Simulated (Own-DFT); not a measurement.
# Computed records: Si$_{4}$SnGe$_{11}$ (diamond-structure random alloy, strained, atoms displaced)

A calculation, not a measurement: plane-wave density functional theory by an unreviewed code, no spin, of a simulated periodic cell, stress positive in tension, run twice, with PBE and with PBEsol, both on files made for PBE, so the change isn't that of files made for PBEsol, forces on such cells moved up to 12 meV/angstrom on a denser k mesh; the far tail of each file's local potential was reset to the Coulomb form; each entry is a single point on an unrelaxed cell, so the pressure reflects the starting lattice, mostly measured values (interpolated for alloys), from which strain is counted, and rises with the displacements; printed positions are rounded, which can move forces by about a meV/angstrom; the program, named Own-DFT, is a retired in-house code; no spin-orbit coupling; stress was not checked against mesh or cutoff. Program: Own-DFT development build.

Common to all runs: functional PBE, then PBEsol; potential files PseudoDojo norm-conserving, scalar-relativistic, standard set; wave cutoff 49 hartree; occupations Fermi-Dirac; smearing width 0.1 eV; k mesh 3 x 3 x 3 centred on Gamma.

(1) Si$_{4}$SnGe$_{11}$ (diamond-structure random alloy, strained, atoms displaced)

```
cell vectors (Å)
  11.6173     0.0000     0.0000
   0.0000    11.6173     0.0000
   0.0000     0.0000    11.3064
atoms (fractions of the cell vectors)
Ge  0.00003  0.99892  0.99407
Ge  0.99567  0.25494  0.25134
Sn  0.24364  0.99767  0.24720
Ge  0.25326  0.25070  0.00061
Ge  0.12125  0.12051  0.12733
Ge  0.12241  0.37720  0.37114
Ge  0.37504  0.11609  0.36601
Ge  0.37344  0.37270  0.12257
Ge  0.99457  0.99247  0.50293
Ge  0.00304  0.25204  0.74399
Ge  0.24946  0.99777  0.75108
Si  0.25329  0.25231  0.50162
Si  0.12099  0.12603  0.62267
Ge  0.12617  0.36728  0.86973
Si  0.37550  0.12264  0.87298
Ge  0.37366  0.37447  0.61916
Sn  0.99721  0.50157  0.00106
Ge  0.00169  0.75447  0.25130
Si  0.25116  0.50324  0.24433
Ge  0.24814  0.75876  0.00274
Si  0.12672  0.62069  0.12086
Ge  0.12554  0.88676  0.38200
Ge  0.37582  0.62465  0.36724
Ge  0.37644  0.87049  0.11845
Si  0.99937  0.49700  0.49970
Si  0.99464  0.74914  0.75164
Si  0.24395  0.49700  0.75493
Si  0.25117  0.74403  0.49777
Ge  0.12396  0.62732  0.61863
Ge  0.12402  0.88327  0.87077
Ge  0.37536  0.62953  0.87378
Ge  0.36866  0.87372  0.62049
Ge  0.49914  0.00013  0.99881
Ge  0.50309  0.25144  0.25854
Ge  0.75201  0.99723  0.24963
Si  0.74888  0.24479  0.00531
Ge  0.62607  0.12802  0.12328
Ge  0.62041  0.37135  0.37023
Ge  0.87081  0.11935  0.37642
Ge  0.87440  0.37471  0.11923
Ge  0.49709  0.00534  0.49935
Ge  0.50299  0.26189  0.74361
Sn  0.75321  0.99041  0.75321
Ge  0.75563  0.25570  0.50011
Si  0.62884  0.11875  0.62608
Ge  0.62246  0.36840  0.87703
Ge  0.87711  0.12714  0.86988
Sn  0.87538  0.38088  0.62503
Si  0.50161  0.49767  0.99499
Si  0.49709  0.75195  0.24587
Ge  0.74654  0.49986  0.25190
Si  0.75047  0.74170  0.99797
Ge  0.62604  0.62758  0.13326
Ge  0.62956  0.87194  0.38352
Si  0.87763  0.62992  0.37454
Ge  0.87477  0.87976  0.12601
Ge  0.50792  0.49568  0.50448
Si  0.50306  0.75261  0.74691
Ge  0.74844  0.50061  0.74957
Ge  0.74176  0.74616  0.49957
Ge  0.62469  0.63039  0.61857
Ge  0.62078  0.87968  0.87478
Ge  0.87736  0.62184  0.86772
Ge  0.87640  0.87109  0.62276
```

The calculation gives: PBE pressure 0.38 GPa; PBE stress xx 0.08 GPa; PBE stress yy 0.36 GPa; PBE stress zz -1.59 GPa; PBE stress yz 0.12 GPa; PBE stress xz 0 GPa; PBE stress xy -0.76 GPa; PBEsol pressure -2.04 GPa; PBEsol stress xx 2.51 GPa; PBEsol stress yy 2.77 GPa; PBEsol stress zz 0.85 GPa; PBEsol stress yz 0.12 GPa; PBEsol stress xz 0.01 GPa; PBEsol stress xy -0.73 GPa; rms change of force components from PBE to PBEsol 0.046 eV/Å.

Force:
```tsv
force element	PBE force x (eV/Å)	PBE force y (eV/Å)	PBE force z (eV/Å)	PBEsol force x (eV/Å)	PBEsol force y (eV/Å)	PBEsol force z (eV/Å)
Ge	-0.347	0.553	0.528	-0.326	0.54	0.515
Ge	-0.01	-0.911	-0.125	-0.002	-0.882	-0.122
Sn	1.109	-0.576	-0.744	1.073	-0.547	-0.713
Ge	-0.336	-1.099	-0.354	-0.35	-1.034	-0.313
Ge	-1.159	1.933	-1.507	-1.122	1.867	-1.466
Ge	0.799	0.304	0.436	0.737	0.261	0.39
Ge	0.627	2.036	1.629	0.643	1.95	1.566
Ge	0.668	0.808	0.323	0.638	0.726	0.302
Ge	0.402	1.414	0.139	0.364	1.336	0.101
Ge	0.556	-1.267	0.584	0.507	-1.197	0.609
Ge	0.122	1.103	-0.675	0.104	1.002	-0.649
Si	-0.684	-0.914	-0.755	-0.634	-0.863	-0.764
Si	0.663	-0.158	-0.174	0.612	-0.186	-0.14
Ge	0.594	0.177	0.179	0.543	0.137	0.195
Si	0.201	0.63	-0.146	0.193	0.616	-0.139
Ge	-0.585	0.751	0.716	-0.484	0.733	0.707
Sn	1.035	-0.335	-0.817	0.95	-0.372	-0.834
Ge	0.326	-0.349	-0.065	0.308	-0.273	-0.068
Si	-0.362	-0.266	-0.056	-0.312	-0.301	-0.016
Ge	-0.615	-1.217	-0.76	-0.554	-1.139	-0.756
Si	1.023	1.509	1.407	0.969	1.52	1.34
Ge	-0.644	-2.777	1.031	-0.66	-2.665	0.972
Ge	0.129	-0.086	0.402	0.146	-0.1	0.409
Ge	0.861	0.061	0.44	0.789	0.083	0.382
Si	0.897	1.875	-1.496	0.913	1.805	-1.437
Si	0.9	0.231	-0.564	0.878	0.225	-0.554
Si	0.637	0.54	-0.846	0.621	0.527	-0.825
Si	-0.168	0.63	-0.381	-0.165	0.619	-0.37
Ge	-0.189	-0.495	0.787	-0.189	-0.486	0.768
Ge	-0.422	-1.351	0.052	-0.378	-1.269	0.082
Ge	0.033	-0.475	-0.164	0.006	-0.436	-0.133
Ge	0.616	-0.475	0.166	0.599	-0.401	0.166
Ge	-0.307	0.574	-0.089	-0.267	0.521	-0.065
Ge	-1.056	-0.785	-1.435	-1.017	-0.766	-1.388
Ge	-0.707	0.198	0.123	-0.664	0.197	0.128
Si	0.491	0.377	-0.931	0.482	0.366	-0.911
Ge	-0.193	-0.402	0.543	-0.218	-0.424	0.56
Ge	1.256	0.687	1.082	1.217	0.668	1.046
Ge	0.424	0.632	0.004	0.406	0.614	0
Ge	-1.696	-1.065	1.326	-1.61	-1.005	1.318
Ge	0.493	-0.442	0.417	0.444	-0.459	0.368
Ge	-0.289	-2.129	-0.035	-0.276	-2.003	-0.026
Sn	0	1.137	-0.634	0.034	1.073	-0.585
Ge	-1.831	-1.918	-0.847	-1.751	-1.844	-0.845
Si	-0.757	1.602	-0.742	-0.744	1.571	-0.732
Ge	0.695	0.695	0.593	0.66	0.672	0.503
Ge	0.397	0.957	1.139	0.417	0.889	1.082
Sn	0.3	-0.017	0.116	0.245	-0.065	0.153
Si	-0.172	0.453	0.663	-0.171	0.441	0.649
Si	0.463	0.133	0.563	0.454	0.122	0.554
Ge	0.812	0.113	0.201	0.745	0.089	0.167
Si	-0.096	0.851	0.15	-0.092	0.829	0.151
Ge	-0.491	-0.212	-1.182	-0.442	-0.249	-1.12
Ge	-1.34	0.61	-1.316	-1.268	0.603	-1.244
Si	-0.158	-0.764	0.279	-0.186	-0.712	0.245
Ge	-0.043	-1.076	-0.891	-0.013	-1.011	-0.833
Ge	-0.881	0.399	-0.86	-0.846	0.378	-0.833
Si	-0.592	0.114	-0.06	-0.58	0.117	-0.057
Ge	-1.409	0.843	0.821	-1.345	0.817	0.791
Ge	2.053	-0.042	-0.393	1.943	-0.01	-0.354
Ge	-0.505	-0.639	1.5	-0.451	-0.645	1.409
Ge	-0.631	-2.366	1.239	-0.603	-2.237	1.203
Ge	-1.239	1.339	-0.236	-1.213	1.231	-0.227
Ge	0.332	-1.657	-0.298	0.292	-1.567	-0.315
```

(2) Si$_{4}$SnGe$_{11}$ (diamond-structure random alloy, strained, atoms displaced)

```
cell vectors (Å)
  11.6173     0.0000     0.0000
   0.0000    11.6173     0.0000
   0.0000     0.0000    11.3064
atoms (fractions of the cell vectors)
Ge  0.00235  0.99712  0.99001
Ge  0.00524  0.24702  0.25264
Ge  0.25224  0.00445  0.23890
Sn  0.25551  0.25298  0.00643
Si  0.12723  0.12230  0.12467
Ge  0.12553  0.37686  0.36988
Ge  0.37419  0.12549  0.37305
Ge  0.37094  0.37362  0.12381
Ge  0.99444  0.00800  0.50051
Ge  0.00762  0.24612  0.75046
Si  0.25181  0.00096  0.75183
Ge  0.25012  0.24661  0.50822
Ge  0.12817  0.12707  0.62405
Si  0.13427  0.37327  0.87228
Ge  0.37465  0.13377  0.87283
Ge  0.37298  0.36772  0.62687
Si  0.99910  0.49614  0.00394
Si  0.99612  0.75845  0.24951
Si  0.24708  0.49536  0.25030
Sn  0.24394  0.74978  0.00693
Ge  0.12068  0.61788  0.12638
Si  0.12655  0.87715  0.36689
Ge  0.36709  0.62826  0.37758
Si  0.36793  0.87087  0.13168
Ge  0.00200  0.50803  0.50011
Ge  0.99780  0.75199  0.75459
Ge  0.24639  0.49632  0.75333
Si  0.25215  0.75030  0.49760
Ge  0.12685  0.61726  0.62865
Ge  0.12580  0.87377  0.87511
Si  0.36984  0.62473  0.87428
Sn  0.38190  0.86876  0.62598
Si  0.49884  0.99320  0.00348
Si  0.50444  0.25204  0.24874
Ge  0.74507  0.00154  0.24275
Ge  0.75462  0.24739  0.00279
Ge  0.62552  0.12022  0.12577
Ge  0.61761  0.37417  0.37642
Si  0.87474  0.13012  0.37825
Ge  0.87710  0.37363  0.12090
Ge  0.49295  0.00086  0.49467
Ge  0.50034  0.25879  0.75177
Ge  0.76217  0.99525  0.75371
Sn  0.75413  0.24949  0.50577
Ge  0.62957  0.12519  0.62953
Ge  0.62181  0.37563  0.87460
Ge  0.87091  0.12268  0.87219
Ge  0.87350  0.37510  0.62997
Ge  0.50078  0.50234  0.99778
Ge  0.50282  0.75499  0.25655
Ge  0.74648  0.49739  0.24341
Ge  0.75440  0.74729  0.00172
Ge  0.62258  0.62691  0.13020
Ge  0.62543  0.88390  0.37698
Ge  0.87222  0.62879  0.36970
Ge  0.87589  0.87301  0.12105
Ge  0.50273  0.50080  0.50299
Ge  0.50199  0.76083  0.75089
Ge  0.75412  0.49703  0.74885
Si  0.75490  0.75194  0.50260
Ge  0.62841  0.62995  0.62535
Ge  0.62971  0.87068  0.87651
Si  0.87018  0.62474  0.87090
Si  0.87049  0.87339  0.62548
```

It finds PBE pressure 0.44 GPa; PBE stress xx 0.21 GPa; PBE stress yy 0.18 GPa; PBE stress zz -1.7 GPa; PBE stress yz -0.46 GPa; PBE stress xz -0.54 GPa; PBE stress xy -0.26 GPa; PBEsol pressure -1.98 GPa; PBEsol stress xx 2.62 GPa; PBEsol stress yy 2.59 GPa; PBEsol stress zz 0.72 GPa; PBEsol stress yz -0.44 GPa; PBEsol stress xz -0.51 GPa; PBEsol stress xy -0.25 GPa; rms change of force components from PBE to PBEsol 0.047 eV/Å.

Force:
```tsv
force element	PBE force x (eV/Å)	PBE force y (eV/Å)	PBE force z (eV/Å)	PBEsol force x (eV/Å)	PBEsol force y (eV/Å)	PBEsol force z (eV/Å)
Ge	-0.188	0.67	1.058	-0.207	0.613	0.993
Ge	-0.467	-0.394	-0.347	-0.447	-0.318	-0.327
Ge	-0.326	-0.458	0.966	-0.286	-0.418	0.977
Sn	-1.895	-1.125	-0.909	-1.75	-1.083	-0.89
Si	-1.294	-0.435	-0.008	-1.262	-0.426	-0.003
Ge	0.183	-0.068	0.983	0.138	-0.101	0.973
Ge	0.05	0.652	-0.46	0.028	0.594	-0.413
Ge	2.438	2.083	2.247	2.359	2.006	2.121
Ge	0.374	-1.07	-0.281	0.394	-1.002	-0.242
Ge	-0.403	0.723	0.405	-0.414	0.668	0.354
Si	-0.468	0.525	0.288	-0.457	0.525	0.289
Ge	0.022	0.444	-1.476	0.024	0.423	-1.414
Ge	-0.192	-1.136	0.56	-0.221	-1.056	0.515
Si	-2.026	0.618	0.348	-1.954	0.579	0.309
Ge	1.169	-2.119	-0.511	1.134	-1.989	-0.491
Ge	0.209	1.19	-0.077	0.205	1.139	-0.067
Si	0.14	0.248	-1.511	0.138	0.243	-1.422
Si	0.616	-0.706	0.165	0.562	-0.729	0.121
Si	0.462	0.588	-0.095	0.453	0.577	-0.097
Sn	0.706	-0.605	-0.441	0.6	-0.594	-0.436
Ge	-1.195	-0.548	1.324	-1.13	-0.496	1.257
Si	-0.155	0.039	0.633	-0.138	0.105	0.619
Ge	0.501	-0.711	-0.407	0.547	-0.693	-0.398
Si	2.016	1.072	0.14	1.94	1.026	0.174
Ge	-0.593	-0.815	-0.334	-0.566	-0.789	-0.313
Ge	-0.243	-0.414	-0.679	-0.18	-0.394	-0.645
Ge	0.924	0.15	-0.084	0.893	0.151	-0.148
Si	-1.752	-0.395	-0.383	-1.675	-0.424	-0.35
Ge	0.076	1.479	-0.326	0.048	1.391	-0.3
Ge	-0.272	1.066	-1.277	-0.312	1.006	-1.2
Si	1.086	-0.272	-0.57	1.062	-0.27	-0.56
Sn	-2.166	1.479	-0.938	-2.017	1.441	-0.906
Si	-0.413	0.156	-0.229	-0.368	0.18	-0.251
Si	-0.679	-0.266	-0.081	-0.662	-0.258	-0.078
Ge	1.386	-0.135	1.057	1.301	-0.146	0.998
Ge	-0.832	0.008	-0.437	-0.798	0.005	-0.42
Ge	-0.97	0.708	-0.62	-0.869	0.672	-0.59
Ge	0.23	0.363	-0.681	0.248	0.389	-0.623
Si	0.662	-1.213	-1.639	0.656	-1.191	-1.602
Ge	0.357	-0.07	0.485	0.305	-0.101	0.494
Ge	1.425	1.131	0.004	1.385	1.087	-0.01
Ge	0.291	-1.157	-0.278	0.27	-1.114	-0.263
Ge	-1.46	-0.27	-0.61	-1.439	-0.218	-0.546
Sn	-0.718	0.384	-0.882	-0.739	0.415	-0.8
Ge	-1.387	-1.255	0.822	-1.338	-1.199	0.79
Ge	0.897	0.184	0.494	0.858	0.179	0.468
Ge	1.139	0.59	0.423	1.104	0.553	0.404
Ge	2.082	0.894	0.407	1.999	0.865	0.398
Ge	-0.599	0.309	0.15	-0.551	0.265	0.169
Ge	-0.707	-0.106	-0.13	-0.656	-0.127	-0.1
Ge	0.096	-0.131	0.67	0.089	-0.117	0.648
Ge	-0.377	-0.562	-0.238	-0.396	-0.499	-0.207
Ge	-0.028	0.168	-0.607	-0.016	0.155	-0.587
Ge	0.563	-0.687	0.342	0.503	-0.639	0.295
Ge	0.155	0.285	0.169	0.153	0.222	0.165
Ge	0.242	0.537	0.136	0.189	0.54	0.089
Ge	-0.839	0.288	-0.011	-0.804	0.273	-0.017
Ge	1.431	-3.084	1.945	1.423	-2.961	1.859
Ge	-0.633	0.671	0.441	-0.638	0.615	0.391
Si	-0.479	0.246	-0.382	-0.511	0.192	-0.414
Ge	0.121	-0.014	0.097	0.084	-0.048	0.117
Ge	-0.011	0.813	0.664	0.015	0.755	0.614
Si	0.818	-0.442	0.854	0.772	-0.405	0.81
Si	0.901	-0.099	-0.337	0.923	-0.047	-0.281
```
